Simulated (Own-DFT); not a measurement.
# Stretching a layer in its plane: grey tin, 32 atoms (Sn32)

The numbers are computed, not measured, by runs of the plane-wave DFT program Own-DFT (in-house, retired, unreviewed) at fixed positions, with no spin and no spin-orbit coupling.

All runs used: PBE; PseudoDojo norm-conserving scalar-relativistic files; cutoff 42 hartree; 3 x 3 x 5 k mesh centred on Gamma; cold (Marzari-Vanderbilt) smearing of 0.2 eV.

Caveats: forces on such cells failed a check on a denser k mesh; stress not checked against mesh or cutoff.

Unstrained cell vectors in Å: (12.978, 0.000, 0.000); (0.000, 12.978, 0.000); (0.000, 0.000, 6.489). The unstrained cell has measured lattice constants (interpolated for alloys), not those of this functional. That, the random moves and any unrelaxed bonds set the pressure at no strain. Each run strains x and y alike by e, as a substrate would, and holds the height along z. Random moves of width 0.05 Å per axis were added to every atom. Stress is positive in tension.

| e (%) | u (Å) | (s_xx + s_yy)/2 (GPa) | s_zz (GPa) |
|---|---|---|---|
| -3.00 | 0.048 | -7.70 | -6.71 |
| -3.00 | 0.056 | -7.55 | -6.59 |
| -2.25 | 0.045 | -6.44 | -5.81 |
| -2.25 | 0.055 | -6.61 | -5.86 |
| -1.75 | 0.053 | -5.81 | -5.22 |
| -1.75 | 0.051 | -5.84 | -5.41 |
| -0.75 | 0.051 | -4.44 | -4.25 |
| -0.75 | 0.047 | -4.48 | -4.21 |
| -0.25 | 0.052 | -3.93 | -3.71 |
| -0.25 | 0.046 | -3.77 | -3.76 |
| 0.50 | 0.048 | ? | ? |
| 1.50 | 0.052 | -2.03 | -2.42 |
| 1.50 | 0.049 | -1.93 | -2.39 |
| 2.00 | 0.049 | -1.54 | -2.07 |
| 2.00 | 0.046 | -1.49 | -2.06 |

## What the rows give

With e as a fraction, the in-plane stress is -3.6 + 116 e - 659 e² GPa (errors 1 and 74, scatter 0.07), and s_zz is -3.6 + 87 e - 585 e² GPa (slope ± 1, scatter 0.06). At e = 0 the first slope is C11 + C12 and the second 2 C12, both with the ions held to the strained lattice and at the cell's own pressure. The term in e² is negative: the layer stiffens under compression and softens under tension. A free layer would change its height as e changes, and the in-plane slope would drop by 2 C12²/C11 to the biaxial modulus. At fixed height, a misfit of 1 % moves the in-plane stress by about 1.2 GPa and s_zz by 0.9 GPa.

## Test on the hidden row

Q: what are the two stresses at e = 0.50 %?

Estimate: -3.0 and -3.1 GPa. DFT gave -2.99 and -3.12 GPa.
